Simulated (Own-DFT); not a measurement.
Simulation results for GaP (zincblende, atoms displaced)

Computed with Own-DFT development build. A calculation, not a measurement: plane-wave PBE density functional theory by an unreviewed code, no spin, of a simulated periodic cell, stress positive in tension, free energy of the whole cell less one offset for each atom, forces on such cells passed a denser k mesh, this cell's mesh not checked; offsets are fitted by least squares, one for each functional and potential file, so energies compare only between cells with the same atoms and settings and are not formation energies; the far tail of each file's local potential was reset to the Coulomb form; each entry is a single point on an unrelaxed cell, so the pressure reflects the starting lattice, mostly measured values (interpolated for alloys), from which strain is counted, and rises with the displacements; printed positions are rounded, which can move forces by about a meV/angstrom; the program, named Own-DFT, is a retired in-house code; no spin-orbit coupling.

Settings shared by all entries: functional PBE; potential files PseudoDojo norm-conserving, scalar-relativistic, standard set; wave cutoff 42 hartree; occupations Fermi-Dirac; smearing width 0.1 eV; k mesh 2 x 3 x 3 centred on Gamma.

(1) GaP (zincblende, atoms displaced)

```
GaP
1.0
     16.3515     0.0000     0.0000
      0.0000    10.9010     0.0000
      0.0000     0.0000    10.9010
Ga P Ga P Ga P Ga P Ga P Ga P Ga P Ga P Ga P Ga P Ga P Ga P
4 4 4 4 4 4 4 4 4 4 4 4 4 4 4 4 4 4 4 4 4 4 4 4
Direct
  0.99670 0.99485 0.00165
  0.99500 0.24390 0.25042
  0.16164 0.99813 0.24644
  0.16392 0.25596 0.00127
  0.08536 0.12507 0.12643
  0.08454 0.38674 0.38435
  0.24038 0.12969 0.38140
  0.25438 0.37416 0.11769
  0.00214 0.00294 0.50663
  0.99716 0.24762 0.74965
  0.17005 0.99688 0.74991
  0.16776 0.25264 0.50360
  0.08481 0.12453 0.62308
  0.08260 0.37492 0.86789
  0.24461 0.12564 0.87389
  0.25384 0.37525 0.62825
  0.00288 0.50191 0.00891
  0.00563 0.74702 0.24420
  0.16503 0.50227 0.26238
  0.16821 0.74997 0.00126
  0.08525 0.63535 0.12918
  0.08939 0.87653 0.37321
  0.24034 0.62667 0.38301
  0.24707 0.88207 0.11992
  0.00339 0.49430 0.49749
  0.00179 0.75270 0.75157
  0.16964 0.49839 0.74567
  0.17238 0.74182 0.49973
  0.07927 0.63305 0.62675
  0.08142 0.87164 0.87336
  0.25034 0.62729 0.86825
  0.25190 0.88059 0.62714
  0.33282 0.99881 0.00916
  0.33686 0.24020 0.25049
  0.49977 0.00270 0.25435
  0.49746 0.24136 0.99673
  0.41301 0.12907 0.11632
  0.40970 0.37227 0.37661
  0.57925 0.12468 0.38059
  0.58315 0.37677 0.13964
  0.33464 0.00450 0.49751
  0.33520 0.24533 0.75243
  0.50303 0.00494 0.75164
  0.49923 0.24748 0.49170
  0.41865 0.12306 0.61826
  0.41684 0.37470 0.86975
  0.58489 0.13052 0.86849
  0.57956 0.37255 0.62853
  0.33596 0.50671 0.00364
  0.33474 0.75626 0.25086
  0.49798 0.50388 0.25418
  0.50183 0.75445 0.00542
  0.41613 0.62261 0.12561
  0.41902 0.87708 0.37754
  0.58483 0.62520 0.37987
  0.58124 0.87223 0.12941
  0.33184 0.50592 0.50488
  0.33325 0.74672 0.74102
  0.50232 0.49442 0.75586
  0.49887 0.74971 0.49270
  0.41902 0.62448 0.62758
  0.41916 0.87934 0.87269
  0.58223 0.62680 0.87508
  0.58609 0.87404 0.62259
  0.66277 0.00432 0.00434
  0.67092 0.24441 0.24266
  0.83265 0.99379 0.24677
  0.83123 0.24533 0.00822
  0.74736 0.12492 0.12487
  0.74854 0.37535 0.37299
  0.91959 0.12860 0.36796
  0.91690 0.36967 0.12523
  0.67141 0.99775 0.49113
  0.66544 0.24737 0.75721
  0.83455 0.00035 0.74854
  0.83135 0.24493 0.49680
  0.75044 0.12112 0.62181
  0.74805 0.37480 0.87888
  0.91858 0.13002 0.87990
  0.91576 0.37966 0.62371
  0.67227 0.48948 0.99476
  0.66522 0.75046 0.24849
  0.82853 0.49650 0.25364
  0.83001 0.74714 0.00139
  0.75113 0.62466 0.12500
  0.74787 0.87504 0.37645
  0.91280 0.63100 0.37554
  0.91968 0.86949 0.12543
  0.66163 0.49678 0.49544
  0.66824 0.75422 0.75240
  0.83540 0.50060 0.75093
  0.83562 0.75146 0.50263
  0.74972 0.62937 0.62248
  0.75210 0.88044 0.86761
  0.91985 0.62544 0.88038
  0.92172 0.86997 0.62536
```

* free energy of cell above offsets: -49.306 eV
* pressure: 3.35 GPa
* stress xx: -3.32 GPa
* stress yy: -3.43 GPa
* stress zz: -3.3 GPa
* stress yz: -0.54 GPa
* stress xz: 1.04 GPa
* stress xy: -0.09 GPa

Force:
```
element  x (eV/Å)  y (eV/Å)  z (eV/Å)
     Ga     0.699     0.522    -0.193
     Ga      1.78     1.265    -0.543
     Ga     0.781     0.514     0.348
     Ga     0.083    -0.144    -0.408
      P     -0.88     0.283    -0.457
      P     0.172    -2.527    -1.371
      P     1.618    -1.036    -1.416
      P    -0.587     0.286     1.351
     Ga    -0.039    -0.441    -1.156
     Ga     0.319     0.388    -0.433
     Ga    -0.917     0.175     0.188
     Ga    -0.497      0.91     0.585
      P      0.05     0.305     0.787
      P    -0.084     0.415     0.713
      P     0.914     0.019     0.633
      P    -0.154    -0.296    -0.187
     Ga       0.1    -0.246    -0.619
     Ga    -1.141     1.005     1.822
     Ga      0.34    -0.275    -1.816
     Ga     0.005     0.109    -0.818
      P     0.942    -1.987    -0.642
      P    -1.067    -0.685     0.769
      P     3.329     -0.89    -1.678
      P     0.279     -0.89     1.036
     Ga    -1.557     2.017     1.117
     Ga    -0.461    -0.541     0.411
     Ga    -0.731     0.384     0.038
     Ga    -1.936     2.418     1.873
      P     0.932    -1.103    -0.438
      P     0.661     0.715     0.511
      P      0.16     -0.13     0.817
      P     0.209    -0.766    -0.892
     Ga    -0.124     0.157    -1.926
     Ga    -1.403     0.737     0.234
     Ga    -0.259     0.176    -0.706
     Ga      0.73     1.654     0.023
      P      0.86    -1.041     1.237
      P     0.734     0.629    -0.105
      P     1.579    -0.211    -1.147
      P    -0.073    -0.465    -1.751
     Ga    -0.713    -0.078     0.023
     Ga    -0.224    -0.221     -0.33
     Ga     -0.16    -0.621    -0.855
     Ga    -0.559     0.972     0.994
      P    -0.001     0.332     0.789
      P    -0.196    -0.113     1.125
      P     -0.62     -1.05     1.497
      P     0.658    -0.322    -0.633
     Ga    -0.538    -0.616    -1.205
     Ga    -0.748    -0.374    -0.019
     Ga    -0.122     -0.43     0.484
     Ga     -0.66    -0.518    -0.854
      P     0.389     1.057     0.469
      P    -0.758     0.148    -0.492
      P    -0.565     0.291    -0.981
      P     0.337     0.939      0.06
     Ga    -0.051    -0.219     -0.25
     Ga      0.27     0.764      0.72
     Ga    -0.135     0.733    -0.381
     Ga     0.438    -0.027     1.295
      P     0.353    -0.167    -0.489
      P    -0.454    -0.367      0.42
      P     0.615    -0.223     0.486
      P     -0.35     0.306    -0.122
     Ga     0.154    -0.629    -0.801
     Ga    -1.222     0.723     1.504
     Ga     0.318     0.225     0.202
     Ga     0.265     0.526    -0.869
      P     0.721    -1.108    -0.111
      P    -0.389    -0.744      0.43
      P    -1.301    -1.588     1.502
      P     -0.24     0.811     0.368
     Ga    -1.254      0.47      1.14
     Ga     0.948      0.88    -1.527
     Ga     0.835     0.311    -0.235
     Ga     0.446     0.648     0.083
      P    -0.223     0.395      0.38
      P      1.59    -1.155    -1.164
      P    -0.728     -0.74    -0.179
      P    -0.027    -0.954    -0.187
     Ga    -1.904     1.623     1.529
     Ga     0.378     -0.43     0.233
     Ga     1.065     0.535    -0.356
     Ga      0.56      0.49    -0.513
      P    -0.693    -0.347      0.01
      P         1    -0.664    -0.819
      P     1.001    -0.923    -0.561
      P    -0.837     0.103    -0.028
     Ga     0.725    -0.224     1.108
     Ga    -0.302    -0.426    -0.382
     Ga    -0.317     0.481     0.118
     Ga    -0.375     0.179    -0.004
      P    -0.155    -0.741     0.281
      P    -0.493    -0.224     1.512
      P    -0.396    -0.051    -0.209
      P    -0.725     0.944     0.006
```

(2) GaP (zincblende, atoms displaced)

```
GaP
1.0
     16.3515     0.0000     0.0000
      0.0000    10.9010     0.0000
      0.0000     0.0000    10.9010
Ga P Ga P Ga P Ga P Ga P Ga P Ga P Ga P Ga P Ga P Ga P Ga P
4 4 4 4 4 4 4 4 4 4 4 4 4 4 4 4 4 4 4 4 4 4 4 4
Direct
  0.00114 0.99232 0.99733
  0.00139 0.24881 0.25165
  0.16999 0.99018 0.24663
  0.16616 0.24899 0.00411
  0.08416 0.12371 0.12504
  0.08162 0.37554 0.37577
  0.25195 0.11260 0.37701
  0.24487 0.37386 0.12214
  0.99966 0.00079 0.50403
  0.00977 0.25428 0.76487
  0.16740 0.99911 0.74502
  0.16600 0.25040 0.49997
  0.08930 0.12410 0.62814
  0.07966 0.37264 0.86903
  0.25199 0.12211 0.87737
  0.25110 0.36838 0.62300
  0.00190 0.49963 0.99425
  0.00283 0.75124 0.25011
  0.16957 0.49738 0.25368
  0.16503 0.74314 0.99957
  0.08545 0.62573 0.13387
  0.08412 0.86983 0.37174
  0.25225 0.62470 0.37630
  0.25544 0.88742 0.12369
  0.99809 0.50273 0.49946
  0.00177 0.75191 0.74602
  0.16558 0.50849 0.75221
  0.16631 0.74567 0.49739
  0.08489 0.63147 0.63108
  0.08630 0.87506 0.87735
  0.24829 0.62957 0.87443
  0.25072 0.87643 0.62098
  0.33102 0.00558 0.00299
  0.33119 0.25189 0.24964
  0.49572 0.00722 0.24530
  0.50019 0.25536 0.00318
  0.41503 0.12000 0.11675
  0.41231 0.37370 0.37580
  0.58033 0.12980 0.38600
  0.58319 0.37344 0.12258
  0.33219 0.00784 0.50289
  0.33138 0.25044 0.74792
  0.49879 0.99750 0.74367
  0.49929 0.24715 0.50228
  0.41923 0.12739 0.62312
  0.41283 0.37386 0.87948
  0.58154 0.12421 0.87260
  0.58168 0.36574 0.62469
  0.33336 0.51371 0.99539
  0.33111 0.74853 0.24861
  0.49616 0.50240 0.26149
  0.50320 0.73870 0.99451
  0.41780 0.62205 0.13651
  0.41012 0.88270 0.36699
  0.58560 0.62792 0.37458
  0.58059 0.88171 0.12939
  0.33641 0.50152 0.49623
  0.33219 0.74745 0.75291
  0.50094 0.49676 0.75473
  0.50351 0.75928 0.50066
  0.41756 0.61891 0.62469
  0.41024 0.87338 0.87568
  0.58407 0.62950 0.87669
  0.58368 0.87673 0.62257
  0.66684 0.99693 0.00324
  0.66599 0.25583 0.24598
  0.82446 0.00189 0.24490
  0.82673 0.24904 0.99858
  0.74811 0.12453 0.12358
  0.74582 0.37574 0.38526
  0.91553 0.12792 0.37761
  0.91929 0.37335 0.12683
  0.66712 0.00177 0.50460
  0.66908 0.24789 0.75227
  0.83236 0.99505 0.75966
  0.83674 0.25211 0.49805
  0.74940 0.12398 0.62982
  0.74933 0.37627 0.86939
  0.91540 0.12436 0.87125
  0.91488 0.37575 0.62761
  0.66931 0.49536 0.99801
  0.67216 0.75198 0.24766
  0.83112 0.49509 0.25672
  0.83373 0.75426 0.00157
  0.75093 0.62557 0.12791
  0.74692 0.87951 0.37665
  0.91960 0.62994 0.37642
  0.91347 0.87645 0.12803
  0.66840 0.49894 0.49529
  0.66494 0.75052 0.74534
  0.83776 0.49931 0.74895
  0.83650 0.75186 0.50341
  0.74727 0.62493 0.62450
  0.74933 0.87166 0.87128
  0.92039 0.62908 0.87757
  0.91012 0.87547 0.61782
```

* free energy of cell above offsets: -50.019 eV
* pressure: 3.26 GPa
* stress xx: -3.25 GPa
* stress yy: -3.29 GPa
* stress zz: -3.24 GPa
* stress yz: -0.58 GPa
* stress xz: -0.13 GPa
* stress xy: 0.06 GPa

Force:
```
element  x (eV/Å)  y (eV/Å)  z (eV/Å)
     Ga    -0.506     0.819     0.381
     Ga    -0.124    -0.212    -0.112
     Ga    -0.713     0.893     0.509
     Ga     -0.26    -0.297    -0.831
      P    -0.192     -0.52     0.229
      P     0.286     0.099     0.263
      P    -1.089     1.836    -0.764
      P     1.101     0.708      0.08
     Ga      0.21     0.054    -0.325
     Ga    -2.757    -2.453    -2.946
     Ga     0.628    -0.356     0.814
     Ga     0.325    -0.398    -0.585
      P    -1.319     0.413    -0.167
      P     2.829     2.235     2.362
      P    -0.774     0.606    -0.605
      P     -0.39      1.44     0.024
     Ga    -0.115     0.139     0.991
     Ga    -0.806     0.074     -0.21
     Ga    -0.259     0.009     0.133
     Ga     0.285     1.059     0.774
      P    -0.098    -0.587    -0.925
      P    -0.002     0.767     0.601
      P    -0.331    -0.138    -0.126
      P     -0.87     -2.49    -0.211
     Ga     0.281    -0.097     0.584
     Ga    -0.653     0.775     0.422
     Ga     0.344    -1.232    -0.392
     Ga     0.262     0.472      0.21
      P    -0.194    -0.752    -1.086
      P    -0.172    -0.272    -0.651
      P    -0.026    -0.297     0.043
      P     0.006    -0.555     0.209
     Ga     0.581    -0.411    -1.106
     Ga    -0.202    -0.758    -0.366
     Ga     0.413    -0.075     0.907
     Ga    -0.316    -0.873    -0.586
      P     0.371     1.761     0.784
      P     0.751    -0.506     0.027
      P     0.698    -0.657    -1.783
      P    -0.251     1.029     0.589
     Ga     0.796    -0.926     0.333
     Ga     0.455    -0.422     0.441
     Ga    -0.221    -0.025     0.824
     Ga    -0.513     0.851     -0.17
      P    -0.792    -0.221     0.554
      P     0.227      0.43    -0.257
      P      0.13    -0.066      0.39
      P     0.548     1.207     0.306
     Ga     0.075    -1.082     0.866
     Ga     0.073     0.587    -0.059
     Ga     0.886    -0.588    -0.291
     Ga    -1.283     1.724     1.413
      P    -0.192     0.475    -1.354
      P      0.88    -0.496     0.984
      P    -0.112     0.115     0.057
      P     0.315    -1.111    -0.457
     Ga    -0.561    -0.256     0.698
     Ga     0.168     0.267    -1.057
     Ga    -0.043    -0.251    -0.253
     Ga    -1.198    -0.652    -0.809
      P     0.319     0.893     0.207
      P     1.103     0.036     0.196
      P     0.885    -1.349     -0.83
      P     0.192     0.133     0.497
     Ga    -0.542     0.096    -0.625
     Ga    -0.176    -0.646     0.878
     Ga     1.163    -0.081     0.903
     Ga     1.099     0.227    -0.005
      P    -0.494     0.557    -0.075
      P     1.066    -0.907     -1.46
      P     0.152    -0.677    -0.702
      P    -0.697     0.127     -0.38
     Ga    -0.131     0.402    -0.216
     Ga    -0.738    -0.188    -0.272
     Ga     0.115     0.512    -1.183
     Ga     -0.71    -0.217     0.766
      P      0.81    -0.036    -0.298
      P     0.389     0.135     0.288
      P     0.512     0.165     0.747
      P     1.207    -0.437     -0.09
     Ga    -0.277     0.629     0.265
     Ga    -1.073     0.292     0.101
     Ga     0.505     0.309    -0.133
     Ga    -0.071    -0.523    -0.112
      P     0.306    -0.499     -0.53
      P     0.555    -0.415     0.204
      P    -0.621    -0.337    -0.294
      P     0.489     0.093      0.06
     Ga    -1.352     0.546     1.258
     Ga     0.031    -0.037     0.131
     Ga    -0.529     0.766     0.295
     Ga    -1.304    -0.758    -1.024
      P     0.675    -0.139     0.009
      P    -0.425    -0.168     0.825
      P    -0.498    -0.013    -0.363
      P     1.474     0.696      1.64
```

(3) GaP (zincblende, atoms displaced)

```
GaP
1.0
     16.3515     0.0000     0.0000
      0.0000    10.9010     0.0000
      0.0000     0.0000    10.9010
Ga P Ga P Ga P Ga P Ga P Ga P Ga P Ga P Ga P Ga P Ga P Ga P
4 4 4 4 4 4 4 4 4 4 4 4 4 4 4 4 4 4 4 4 4 4 4 4
Direct
  0.00208 0.99406 0.99492
  0.00344 0.25346 0.25496
  0.16910 0.99511 0.25181
  0.16706 0.24848 0.00050
  0.08603 0.12862 0.12535
  0.08023 0.37408 0.37339
  0.24774 0.11350 0.36526
  0.24979 0.37324 0.12269
  0.00735 0.99755 0.50242
  0.00030 0.25273 0.74818
  0.16090 0.00258 0.74432
  0.16642 0.25431 0.50203
  0.08661 0.11604 0.62720
  0.08433 0.37896 0.87436
  0.25171 0.12922 0.87414
  0.24635 0.37555 0.62536
  0.00126 0.49669 0.99620
  0.00073 0.74902 0.25807
  0.16324 0.49946 0.24493
  0.16537 0.75141 0.99869
  0.08930 0.62144 0.12037
  0.07869 0.86862 0.38222
  0.24409 0.62513 0.37565
  0.24601 0.87297 0.12613
  0.00263 0.50057 0.50618
  0.00155 0.74878 0.75427
  0.16770 0.50677 0.75162
  0.16455 0.74947 0.50622
  0.08568 0.61998 0.62620
  0.08310 0.87151 0.87863
  0.24815 0.62511 0.87758
  0.24562 0.87582 0.62603
  0.33047 0.00169 0.99478
  0.32988 0.24415 0.25236
  0.49942 0.00308 0.25116
  0.50360 0.25540 0.99364
  0.41147 0.12089 0.13792
  0.41506 0.37189 0.38457
  0.58644 0.12642 0.37854
  0.58911 0.36660 0.12466
  0.33208 0.00509 0.50386
  0.32755 0.25039 0.75067
  0.49957 0.00212 0.74857
  0.49954 0.25436 0.49888
  0.41986 0.12324 0.62547
  0.41125 0.37734 0.88141
  0.58025 0.13446 0.87968
  0.58091 0.37099 0.62114
  0.33749 0.49159 0.98996
  0.33075 0.74299 0.24968
  0.49811 0.50239 0.24883
  0.50147 0.73760 0.99555
  0.41840 0.62818 0.11475
  0.41659 0.87059 0.38080
  0.58296 0.62341 0.37450
  0.58588 0.88150 0.12936
  0.33232 0.50198 0.50140
  0.32900 0.74949 0.75128
  0.50379 0.50327 0.75411
  0.50254 0.75772 0.49462
  0.40831 0.62482 0.62218
  0.41866 0.87673 0.88098
  0.58502 0.62431 0.88093
  0.58321 0.87921 0.63057
  0.66437 0.99562 0.99875
  0.66045 0.25170 0.25289
  0.83236 0.00074 0.25632
  0.83185 0.24964 0.00321
  0.74892 0.12833 0.11983
  0.75067 0.37464 0.38451
  0.91985 0.12992 0.36624
  0.91485 0.38043 0.11593
  0.66630 0.99872 0.51378
  0.66491 0.24558 0.75111
  0.83976 0.99879 0.75233
  0.83405 0.25576 0.50250
  0.75040 0.12434 0.62880
  0.74611 0.38725 0.87800
  0.91888 0.12497 0.87076
  0.92011 0.38277 0.62740
  0.66725 0.50381 0.99928
  0.66683 0.75614 0.24190
  0.83153 0.49985 0.24418
  0.82852 0.75414 0.00943
  0.75093 0.61320 0.12051
  0.75123 0.87223 0.38647
  0.91488 0.62938 0.37402
  0.91299 0.88210 0.12876
  0.66745 0.50782 0.49471
  0.67116 0.74901 0.74144
  0.83285 0.49048 0.75178
  0.83646 0.75024 0.49863
  0.74695 0.62122 0.62758
  0.74753 0.87524 0.87138
  0.91309 0.61928 0.87958
  0.91428 0.87593 0.62702
```

* free energy of cell above offsets: -49.019 eV
* pressure: 3.47 GPa
* stress xx: -3.5 GPa
* stress yy: -3.47 GPa
* stress zz: -3.43 GPa
* stress yz: -0.33 GPa
* stress xz: -0.08 GPa
* stress xy: 0.45 GPa

Force:
```
element  x (eV/Å)  y (eV/Å)  z (eV/Å)
     Ga    -0.503     0.947     0.924
     Ga    -0.784    -0.084    -1.657
     Ga    -1.653    -0.561      -0.5
     Ga    -0.011     0.364     -0.25
      P    -0.483    -0.843     0.124
      P     0.805      0.72     0.767
      P     0.367     1.493     2.003
      P     0.339     0.267     0.315
     Ga    -1.745     0.396    -0.132
     Ga     0.442    -0.241     0.062
     Ga     1.565    -1.092     1.806
     Ga    -0.079    -1.002    -0.691
      P    -1.184     2.371    -0.927
      P     0.312    -0.715    -0.283
      P    -1.123    -0.822    -0.132
      P     0.455     0.328     0.122
     Ga    -0.063     0.654     0.228
     Ga    -0.207     -0.15    -1.468
     Ga     0.732    -0.503     0.512
     Ga     0.438    -0.219     0.287
      P     -1.73     0.594       0.2
      P     1.356     0.369    -0.667
      P     0.412    -0.412    -0.043
      P      0.81    -0.131    -0.471
     Ga     -0.38     0.383     -1.08
     Ga    -0.797    -0.498    -0.199
     Ga    -0.008    -0.743     0.175
     Ga     0.111    -0.037    -0.392
      P    -0.456      0.85     0.259
      P     0.326      0.25    -0.812
      P     0.501     0.016     0.134
      P     0.478     0.232      0.15
     Ga     0.307    -0.228     1.021
     Ga     0.043     0.894     0.221
     Ga     0.036    -0.331     0.761
     Ga    -1.542     0.061     1.582
      P     0.805     0.359    -1.903
      P    -0.545     0.496    -1.458
      P    -0.635    -0.567     0.361
      P    -1.351     1.794    -0.399
     Ga      0.05    -0.594    -0.247
     Ga     1.114     0.211    -0.527
     Ga     0.004      0.04     0.985
     Ga     0.186    -0.913     0.116
      P    -0.858      0.79    -0.034
      P     2.194    -1.669    -2.398
      P      0.62    -1.789    -0.912
      P     0.744     0.929     0.631
     Ga    -1.973     1.979     2.161
     Ga     0.297     0.424    -0.027
     Ga     0.043    -0.683    -0.161
     Ga     0.205     2.097     0.453
      P    -1.007    -1.048       1.2
      P    -0.657     0.779    -0.991
      P    -0.033     0.831    -0.602
      P    -1.123    -0.635    -0.748
     Ga    -0.697    -0.387    -0.435
     Ga     0.396     0.403     0.145
     Ga     -0.98    -0.391    -0.623
     Ga    -0.072    -1.001     0.952
      P     1.818     0.667     0.737
      P    -0.181    -0.432    -0.697
      P      0.59     0.206    -1.353
      P     -0.26    -0.855    -0.074
     Ga     0.287     0.888    -0.238
     Ga     1.791    -0.569     0.451
     Ga    -0.558      0.42    -0.172
     Ga     0.076     0.299    -0.897
      P    -0.375    -0.638     1.022
      P    -0.317     0.357    -1.432
      P    -0.313    -0.473     1.635
      P     0.627    -0.742     1.165
     Ga     0.318     0.333    -1.076
     Ga     0.272     0.926     0.007
     Ga    -1.126     0.202     0.037
     Ga     0.601    -0.743     0.137
      P     0.697     0.195     0.228
      P     0.394    -2.178    -0.587
      P     0.014     0.403     0.746
      P    -0.464    -1.018    -0.224
     Ga    -0.702    -0.576     0.481
     Ga     0.679    -0.921     0.953
     Ga     0.469    -0.573     1.074
     Ga     0.463     -0.23    -0.738
      P    -0.578     1.891     0.733
      P     -0.64     0.509    -0.944
      P     0.302    -1.247     0.108
      P     0.795    -0.767    -0.084
     Ga    -0.344     -0.85     0.622
     Ga    -0.822     0.252     0.965
     Ga    -0.093       1.1      0.07
     Ga    -0.468    -0.335     0.829
      P     1.351    -0.117    -0.621
      P     0.477     0.009     0.261
      P      0.21     0.963    -0.295
      P      1.19    -0.392    -0.317
```
